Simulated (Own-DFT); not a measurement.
## Calculated data, SiC (2H silicon carbide, atoms displaced), GaP (zincblende, strained, atoms displaced)

Computed with Own-DFT development build. A calculation, not a measurement: plane-wave PBE density functional theory by an unreviewed code, no spin, of a simulated periodic cell, stress positive in tension, free energy of the whole cell less one offset for each atom, forces on such cells passed a denser k mesh, this cell's mesh not checked; offsets are fitted by least squares, one for each functional and potential file, so energies compare only between cells with the same atoms and settings and are not formation energies; the far tail of each file's local potential was reset to the Coulomb form; each entry is a single point on an unrelaxed cell, so the pressure reflects the starting lattice, mostly measured values (interpolated for alloys), from which strain is counted, and rises with the displacements; printed positions are rounded, which can move forces by about a meV/angstrom; the program, named Own-DFT, is a retired in-house code; no spin-orbit coupling.

Common to all runs: functional PBE; potential files PseudoDojo norm-conserving, scalar-relativistic, standard set; wave cutoff 42 hartree; occupations Fermi-Dirac; smearing width 0.1 eV.

(1) 
```cif
# cell vector a (Å): 9.2481 0.0000 0.0000
# cell vector b (Å): -4.6241 8.0091 0.0000
# cell vector c (Å): 0.0000 0.0000 10.0681
data_SiC
_symmetry_space_group_name_H-M 'P 1'
_symmetry_Int_Tables_number 1
_cell_length_a 9.2481
_cell_length_b 9.2481
_cell_length_c 10.0681
_cell_angle_alpha 90.000
_cell_angle_beta 90.000
_cell_angle_gamma 120.000
_cell_volume 745.73
loop_
_atom_site_label
_atom_site_type_symbol
_atom_site_fract_x
_atom_site_fract_y
_atom_site_fract_z
_atom_site_occupancy
Si1 Si 0.00326 0.00843 0.99812 1
Si2 Si 0.10277 0.22486 0.24784 1
C1 C 0.00633 0.00466 0.18852 1
C2 C 0.11192 0.21388 0.44370 1
Si3 Si 0.00467 0.00946 0.49874 1
Si4 Si 0.11855 0.22910 0.74727 1
C3 C 0.00691 0.00859 0.68809 1
C4 C 0.09478 0.21617 0.93596 1
Si5 Si 0.00634 0.32888 0.97910 1
Si6 Si 0.12502 0.55618 0.24553 1
C5 C 0.00098 0.32903 0.18450 1
C6 C 0.12013 0.54442 0.43686 1
Si7 Si 0.00229 0.34082 0.49906 1
Si8 Si 0.11528 0.55784 0.74650 1
C7 C 0.01591 0.35450 0.69294 1
C8 C 0.10673 0.55136 0.94643 1
Si9 Si 0.00199 0.66109 0.00399 1
Si10 Si 0.10932 0.88951 0.25474 1
C9 C 0.01261 0.67562 0.18137 1
C10 C 0.10469 0.87936 0.42952 1
Si11 Si 0.99475 0.65979 0.49936 1
Si12 Si 0.10923 0.88667 0.74966 1
C11 C 0.99651 0.67082 0.69070 1
C12 C 0.10275 0.88488 0.94035 1
Si13 Si 0.33473 0.99327 0.99359 1
Si14 Si 0.43279 0.22227 0.24801 1
C13 C 0.32376 0.99152 0.18994 1
C14 C 0.43829 0.22335 0.43077 1
Si15 Si 0.33870 0.00499 0.50304 1
Si16 Si 0.45465 0.23297 0.74810 1
C15 C 0.33657 0.00250 0.68968 1
C16 C 0.44222 0.21737 0.93731 1
Si17 Si 0.32325 0.31919 0.00265 1
Si18 Si 0.45463 0.54925 0.24392 1
C17 C 0.32860 0.32766 0.18379 1
C18 C 0.44579 0.55809 0.44313 1
Si19 Si 0.32797 0.33211 0.50757 1
Si20 Si 0.45447 0.56221 0.74881 1
C19 C 0.33101 0.32764 0.69325 1
C20 C 0.44290 0.56222 0.94604 1
Si21 Si 0.33568 0.66635 0.99089 1
Si22 Si 0.44569 0.87766 0.25442 1
C21 C 0.32672 0.66836 0.18398 1
C22 C 0.43359 0.88122 0.44001 1
Si23 Si 0.33209 0.66080 0.49286 1
Si24 Si 0.46194 0.90297 0.74328 1
C23 C 0.33748 0.66421 0.67806 1
C24 C 0.44128 0.87614 0.93725 1
Si25 Si 0.66144 0.99836 0.99792 1
Si26 Si 0.76652 0.21148 0.25116 1
C25 C 0.67307 0.99714 0.18334 1
C26 C 0.76844 0.21749 0.42099 1
Si27 Si 0.66670 0.99439 0.50650 1
Si28 Si 0.78543 0.22612 0.76029 1
C27 C 0.66398 0.00576 0.67846 1
C28 C 0.77018 0.22352 0.94053 1
Si29 Si 0.66395 0.33032 0.00187 1
Si30 Si 0.78468 0.55673 0.25152 1
C29 C 0.65960 0.31769 0.18743 1
C30 C 0.78843 0.56076 0.42818 1
Si31 Si 0.67116 0.33115 0.49533 1
Si32 Si 0.78396 0.55605 0.74844 1
C31 C 0.66905 0.33331 0.69223 1
C32 C 0.76195 0.54346 0.93971 1
Si33 Si 0.66325 0.65864 0.99884 1
Si34 Si 0.78088 0.89852 0.24998 1
C33 C 0.66284 0.67167 0.18630 1
C34 C 0.77770 0.88237 0.42098 1
Si35 Si 0.66581 0.66519 0.49120 1
Si36 Si 0.78418 0.88918 0.75381 1
C35 C 0.67585 0.67468 0.69196 1
C36 C 0.78319 0.89425 0.92943 1
_calc_k_mesh '4 x 4 x 3 centred on Gamma'
_calc_free_energy_of_cell_above_offsets '-3.758'  # eV
_calc_pressure 6.33  # GPa
_calc_stress_xx -4.47  # GPa
_calc_stress_yy -6.01  # GPa
_calc_stress_zz -8.51  # GPa
_calc_stress_yz 0.48  # GPa
_calc_stress_xz 0.9  # GPa
_calc_stress_xy 0.46  # GPa
```

Force:
```tsv
element	x (eV/Å)	y (eV/Å)	z (eV/Å)
Si	-0.134	-2.73	1.033
Si	1.994	-0.85	0.912
C	-1.048	-0.239	-0.462
C	-1.589	3.304	-1.472
Si	0.343	-4.135	0.124
Si	-1.083	-0.841	0.563
C	-0.565	-0.656	-0.548
C	4.916	-0.037	-2.003
Si	-4.58	1.633	4.83
Si	-3.279	-1.551	0.324
C	-1.819	0.89	-0.743
C	-2.587	1.86	-1.097
Si	0.256	-2.983	0.093
Si	0.008	3.63	1.634
C	-0.924	-4.793	-1.462
C	1.176	0.498	-2.98
Si	-2.015	0.638	-0.971
Si	0.458	-0.151	-2.468
C	-0.946	-1.849	2.452
C	0.311	1.154	3.817
Si	1.762	1.435	-0.198
Si	0.238	1.394	0.636
C	1.804	-0.745	-1.2
C	1.125	0.197	-1.067
Si	-1.335	-0.239	1.607
Si	2.259	-1.969	-0.48
C	1.755	1.149	-0.689
C	0.717	0.534	2.199
Si	-1.256	-1.03	-1.271
Si	-0.805	-2.218	0.946
C	-0.04	0.363	0.001
C	-0.21	0.054	-0.279
Si	0.012	1.728	-1.264
Si	-3.247	0.336	0.922
C	-0.899	0.753	0.754
C	0.873	-1.679	-1.793
Si	1.154	0.254	-1.206
Si	-1.072	-0.58	0.615
C	1.132	2.174	-0.426
C	1.683	-2.819	-2.232
Si	-1.774	-0.913	2.565
Si	-1.464	1.858	-0.995
C	3.937	-0.155	-0.625
C	1.709	0.903	0.048
Si	0.167	1.149	1.327
Si	-2.854	-3.213	0.95
C	-0.196	1.104	1.725
C	-0.113	2.88	-1.702
Si	1.234	-0.375	0.123
Si	1.567	1.033	-3.848
C	-2.174	-0.057	0.159
C	1.547	-0.156	5.862
Si	-0.493	0.001	-4.602
Si	-0.72	0.142	-2.285
C	3.507	1.33	3.037
C	1.786	-0.861	-0.38
Si	-0.982	-0.19	0.661
Si	0.009	-0.29	-3.064
C	-1.218	2.104	0.128
C	-1.529	-1.732	2.536
Si	-1.527	0.214	-0.149
Si	-1.662	-0.254	1.205
C	1.194	0.681	-1.803
C	2.146	1.268	-0.619
Si	-0.485	1.853	0.323
Si	1.522	-1.293	-2.972
C	2.752	0.013	-0.178
C	-0.538	1.252	5.296
Si	1.048	0.591	1.145
Si	-0.391	1.099	-1.994
C	0.214	-1.159	-1.743
C	-0.765	-0.712	2.721
```

(2) 
```cif
# cell vector a (Å): 10.8620 0.0000 0.0000
# cell vector b (Å): 0.0000 10.8620 0.0000
# cell vector c (Å): 0.0000 0.0000 10.9439
data_GaP
_symmetry_space_group_name_H-M 'P 1'
_symmetry_Int_Tables_number 1
_cell_length_a 10.8620
_cell_length_b 10.8620
_cell_length_c 10.9439
_cell_angle_alpha 90.000
_cell_angle_beta 90.000
_cell_angle_gamma 90.000
_cell_volume 1291.19
loop_
_atom_site_label
_atom_site_type_symbol
_atom_site_fract_x
_atom_site_fract_y
_atom_site_fract_z
_atom_site_occupancy
Ga1 Ga 0.99799 0.00217 0.99659 1
Ga2 Ga 0.00377 0.25353 0.25279 1
Ga3 Ga 0.24986 0.00137 0.24849 1
Ga4 Ga 0.24989 0.25081 0.99880 1
P1 P 0.12419 0.12469 0.12692 1
P2 P 0.12297 0.37199 0.37510 1
P3 P 0.37692 0.12262 0.37394 1
P4 P 0.37400 0.37628 0.12319 1
Ga5 Ga 0.00386 0.99530 0.49964 1
Ga6 Ga 0.99933 0.25494 0.75258 1
Ga7 Ga 0.24561 0.00031 0.74527 1
Ga8 Ga 0.24509 0.24482 0.49905 1
P5 P 0.12443 0.11927 0.62680 1
P6 P 0.12544 0.37642 0.86953 1
P7 P 0.37116 0.12079 0.87470 1
P8 P 0.37310 0.37480 0.62342 1
Ga9 Ga 0.99965 0.50502 0.00110 1
Ga10 Ga 0.00141 0.75064 0.24963 1
Ga11 Ga 0.24803 0.49880 0.24772 1
Ga12 Ga 0.25478 0.75213 0.00132 1
P9 P 0.12580 0.62506 0.12242 1
P10 P 0.12304 0.87057 0.37659 1
P11 P 0.37878 0.62794 0.37390 1
P12 P 0.38115 0.87102 0.12759 1
Ga13 Ga 0.99965 0.49824 0.49795 1
Ga14 Ga 0.99521 0.74873 0.74818 1
Ga15 Ga 0.25036 0.50000 0.75372 1
Ga16 Ga 0.25124 0.74882 0.50041 1
P13 P 0.12604 0.62224 0.62634 1
P14 P 0.12347 0.87813 0.87562 1
P15 P 0.37688 0.62798 0.87503 1
P16 P 0.37766 0.87223 0.62482 1
Ga17 Ga 0.49774 0.00463 0.99516 1
Ga18 Ga 0.50288 0.25257 0.24957 1
Ga19 Ga 0.74818 0.99000 0.25027 1
Ga20 Ga 0.74908 0.24952 0.99964 1
P17 P 0.62637 0.12202 0.11884 1
P18 P 0.62640 0.37473 0.37428 1
P19 P 0.87426 0.11941 0.37509 1
P20 P 0.87514 0.37557 0.12638 1
Ga21 Ga 0.50269 0.00538 0.50170 1
Ga22 Ga 0.50238 0.24762 0.74484 1
Ga23 Ga 0.74786 0.99799 0.74731 1
Ga24 Ga 0.75163 0.24604 0.50048 1
P21 P 0.62729 0.12358 0.62125 1
P22 P 0.62314 0.37703 0.87364 1
P23 P 0.87065 0.12656 0.87376 1
P24 P 0.87643 0.37641 0.63023 1
Ga25 Ga 0.50124 0.50422 0.99489 1
Ga26 Ga 0.49980 0.75365 0.24674 1
Ga27 Ga 0.75599 0.49930 0.24782 1
Ga28 Ga 0.74698 0.75053 0.99608 1
P25 P 0.62494 0.62468 0.12362 1
P26 P 0.63132 0.87800 0.37390 1
P27 P 0.88102 0.62845 0.37417 1
P28 P 0.87793 0.87657 0.12948 1
Ga29 Ga 0.49933 0.49878 0.50569 1
Ga30 Ga 0.49992 0.75265 0.75179 1
Ga31 Ga 0.74917 0.50009 0.75521 1
Ga32 Ga 0.74904 0.74774 0.49499 1
P29 P 0.62766 0.62798 0.62373 1
P30 P 0.62324 0.86886 0.87673 1
P31 P 0.87826 0.62509 0.87534 1
P32 P 0.87394 0.87615 0.62640 1
_calc_hardware 'one NVIDIA H100'
_calc_k_mesh '3 x 3 x 3 centred on Gamma'
_calc_free_energy_of_cell_above_offsets '-35.023'  # eV
_calc_pressure 3.16  # GPa
_calc_stress_xx -3.38  # GPa
_calc_stress_yy -3.29  # GPa
_calc_stress_zz -2.81  # GPa
_calc_stress_yz 0.29  # GPa
_calc_stress_xz -0.29  # GPa
_calc_stress_xy 0.16  # GPa
_calc_wall_time 501.9  # s
```

Force:
```tsv
element	x (eV/Å)	y (eV/Å)	z (eV/Å)
Ga	-0.058	0.064	0.424
Ga	-0.8	-0.789	-0.286
Ga	0.078	-0.589	0.197
Ga	-0.171	-0.063	0.066
P	-0.031	0.236	-0.433
P	0.539	0.534	0.248
P	-0.126	0.405	-0.052
P	0.34	0.013	-0.123
Ga	-0.54	0.213	0.052
Ga	0.02	-0.81	-0.286
Ga	0.673	-0.647	0.487
Ga	0.441	0.06	0.094
P	-0.583	0.945	-0.311
P	-0.075	-0.009	1.155
P	0.09	0.651	-0.643
P	-0.229	-0.346	0.22
Ga	0.122	-0.693	-0.135
Ga	0.219	-0.104	-0.281
Ga	0.284	0.208	0.356
Ga	-0.403	0.108	-0.135
P	0.153	0.294	0.266
P	0.712	0.343	-0.281
P	-0.283	-0.515	0.022
P	-0.81	1.222	-0.663
Ga	0.054	0.098	0.414
Ga	0.64	0.196	0.057
Ga	0.34	0.225	-0.44
Ga	0.006	-0.189	0.007
P	-0.1	0.216	-0.15
P	0.123	-0.583	-0.156
P	-0.318	-0.136	-0.213
P	-0.192	0.599	-0.126
Ga	0.192	-0.764	0.361
Ga	-0.131	-0.347	-0.331
Ga	0.491	1.371	-0.563
Ga	0.003	0.346	0.013
P	-0.097	0.096	0.821
P	0.23	0.237	0.331
P	0.292	0.309	-0.188
P	0.402	-0.308	-0.494
Ga	-0.291	-0.855	-0.365
Ga	-0.406	0.057	0.388
Ga	-0.094	-0.092	0.45
Ga	0.367	0.512	-0.22
P	0	0.193	0.613
P	-0.008	-0.517	0.082
P	0.266	-0.047	-0.173
P	-0.449	-0.036	-0.718
Ga	-0.186	-0.308	0.561
Ga	0.85	-0.584	0.768
Ga	-0.529	0.407	0.413
Ga	0.787	-0.239	0.801
P	0.242	0	0.181
P	-1.391	-0.671	0.539
P	-0.515	-0.554	-0.037
P	-0.199	-0.411	-1.041
Ga	0.236	0.243	-0.629
Ga	0.1	-0.442	-0.448
Ga	0.148	0.297	-0.469
Ga	0.43	0.286	0.371
P	-0.208	-0.335	0.393
P	0.013	1.233	-0.345
P	-0.599	0.122	0.081
P	-0.059	-0.358	-0.495
```

(3) 
```cif
# cell vector a (Å): 10.8620 0.0000 0.0000
# cell vector b (Å): 0.0000 10.8620 0.0000
# cell vector c (Å): 0.0000 0.0000 10.9439
data_GaP
_symmetry_space_group_name_H-M 'P 1'
_symmetry_Int_Tables_number 1
_cell_length_a 10.8620
_cell_length_b 10.8620
_cell_length_c 10.9439
_cell_angle_alpha 90.000
_cell_angle_beta 90.000
_cell_angle_gamma 90.000
_cell_volume 1291.19
loop_
_atom_site_label
_atom_site_type_symbol
_atom_site_fract_x
_atom_site_fract_y
_atom_site_fract_z
_atom_site_occupancy
Ga1 Ga 0.00154 0.00297 0.00038 1
Ga2 Ga 0.00054 0.25115 0.25300 1
Ga3 Ga 0.25008 0.99313 0.24768 1
Ga4 Ga 0.25030 0.25153 0.00093 1
P1 P 0.12253 0.12309 0.12532 1
P2 P 0.13078 0.37264 0.38033 1
P3 P 0.37654 0.12760 0.37711 1
P4 P 0.37317 0.37538 0.12133 1
Ga5 Ga 0.00015 0.00515 0.49754 1
Ga6 Ga 0.99657 0.24880 0.74904 1
Ga7 Ga 0.24973 0.00189 0.75056 1
Ga8 Ga 0.24878 0.24910 0.49987 1
P5 P 0.12899 0.12477 0.62335 1
P6 P 0.12104 0.37277 0.87537 1
P7 P 0.37623 0.12380 0.87716 1
P8 P 0.37904 0.37276 0.62650 1
Ga9 Ga 0.99623 0.50203 0.99865 1
Ga10 Ga 0.99973 0.75364 0.24952 1
Ga11 Ga 0.24713 0.50102 0.24669 1
Ga12 Ga 0.25288 0.74517 0.99373 1
P9 P 0.12548 0.62532 0.12656 1
P10 P 0.12233 0.87292 0.37633 1
P11 P 0.37452 0.62133 0.37269 1
P12 P 0.37605 0.87514 0.12248 1
Ga13 Ga 0.00412 0.50255 0.49936 1
Ga14 Ga 0.99814 0.74912 0.74942 1
Ga15 Ga 0.24786 0.50097 0.74848 1
Ga16 Ga 0.25276 0.75532 0.50135 1
P13 P 0.12314 0.62534 0.62176 1
P14 P 0.12347 0.87572 0.87516 1
P15 P 0.37065 0.62420 0.87465 1
P16 P 0.37491 0.86994 0.62348 1
Ga17 Ga 0.49559 0.99713 0.00094 1
Ga18 Ga 0.49884 0.25083 0.25384 1
Ga19 Ga 0.75511 0.00308 0.24857 1
Ga20 Ga 0.74862 0.25409 0.99694 1
P17 P 0.62265 0.13016 0.12634 1
P18 P 0.62390 0.37521 0.37689 1
P19 P 0.87834 0.12646 0.37606 1
P20 P 0.87376 0.37390 0.12143 1
Ga21 Ga 0.49727 0.99715 0.49831 1
Ga22 Ga 0.49727 0.24859 0.75264 1
Ga23 Ga 0.75293 0.00042 0.75057 1
Ga24 Ga 0.74934 0.25115 0.49973 1
P21 P 0.62352 0.12642 0.62879 1
P22 P 0.62328 0.37111 0.87387 1
P23 P 0.87908 0.12655 0.87374 1
P24 P 0.87628 0.37989 0.62787 1
Ga25 Ga 0.49881 0.49587 0.00079 1
Ga26 Ga 0.50096 0.75024 0.24827 1
Ga27 Ga 0.75010 0.49982 0.24737 1
Ga28 Ga 0.74717 0.74948 0.00631 1
P25 P 0.62447 0.62523 0.12757 1
P26 P 0.62225 0.87391 0.37023 1
P27 P 0.87272 0.62374 0.37843 1
P28 P 0.87501 0.87855 0.12089 1
Ga29 Ga 0.49868 0.50260 0.50273 1
Ga30 Ga 0.49721 0.75335 0.74844 1
Ga31 Ga 0.75264 0.50041 0.75134 1
Ga32 Ga 0.75248 0.74809 0.50379 1
P29 P 0.62487 0.62326 0.62134 1
P30 P 0.62210 0.87212 0.87801 1
P31 P 0.87787 0.62791 0.87239 1
P32 P 0.87631 0.87860 0.62197 1
_calc_hardware 'one NVIDIA H100'
_calc_k_mesh '3 x 3 x 3 centred on Gamma'
_calc_free_energy_of_cell_above_offsets '-35.191'  # eV
_calc_pressure 3.11  # GPa
_calc_stress_xx -3.29  # GPa
_calc_stress_yy -3.28  # GPa
_calc_stress_zz -2.75  # GPa
_calc_stress_yz 0.07  # GPa
_calc_stress_xz -0.23  # GPa
_calc_stress_xy -0.05  # GPa
_calc_wall_time 511.7  # s
```

Force:
```tsv
element	x (eV/Å)	y (eV/Å)	z (eV/Å)
Ga	-0.077	-0.174	-0.305
Ga	0.199	0.189	-0.27
Ga	-0.067	0.636	0.385
Ga	-0.393	-0.359	-0.215
P	0.535	0.344	0.316
P	-0.684	0.534	-0.822
P	-0.556	-0.634	-0.35
P	0.083	-0.134	0.798
Ga	0.362	-0.382	0.267
Ga	0.533	0.192	-0.312
Ga	0.16	-0.368	-0.001
Ga	0.747	-0.049	0.408
P	-0.56	0.097	0.266
P	0.296	0.253	-0.107
P	-0.4	0.073	-0.078
P	-0.661	0.287	-0.058
Ga	0.445	-0.104	0.125
Ga	-0.365	-0.449	0.008
Ga	0.254	-0.373	0.307
Ga	-0.625	0.699	0.764
P	-0.397	0.249	-0.46
P	0.317	0.39	-0.006
P	-0.092	0.56	0.134
P	-0.384	-0.709	0.112
Ga	-0.377	-0.404	-0.123
Ga	0.362	0.479	-0.38
Ga	-0.134	-0.436	-0.041
Ga	-0.463	-1.012	-0.578
P	0.504	0.437	0.363
P	0.171	-0.153	-0.106
P	0.969	-0.431	-0.478
P	-0.036	1.136	0.368
Ga	0.759	0.51	0.048
Ga	-0.013	0.265	-0.31
Ga	-0.646	-0.004	0.038
Ga	0.059	-0.693	0.178
P	0.261	-0.5	-0.288
P	0.074	0.292	-0.176
P	-0.55	0.231	-0.076
P	0.225	0.201	0.474
Ga	0.452	0.234	0.181
Ga	0.165	-0.138	-0.121
Ga	-0.382	-0.077	0.183
Ga	0.082	0.041	0.377
P	0.098	-0.406	-0.43
P	0.102	0.781	-0.13
P	-0.651	-0.221	0.332
P	0.047	-0.489	-0.627
Ga	0.217	0.489	-0.293
Ga	-0.423	-0.145	0.132
Ga	0.011	-0.212	0.42
Ga	0.252	-0.058	-0.662
P	-0.188	-0.422	-0.349
P	0.791	0.216	0.531
P	0.407	0.084	-0.678
P	0.103	-0.209	0.354
Ga	-0.008	-0.419	-0.398
Ga	0.428	-0.789	0.244
Ga	-0.524	0.116	0.06
Ga	-0.444	0.465	-0.459
P	0.051	0.357	0.936
P	0.369	0.32	-0.278
P	-0.807	-0.013	0.604
P	0.017	-0.194	0.251
```
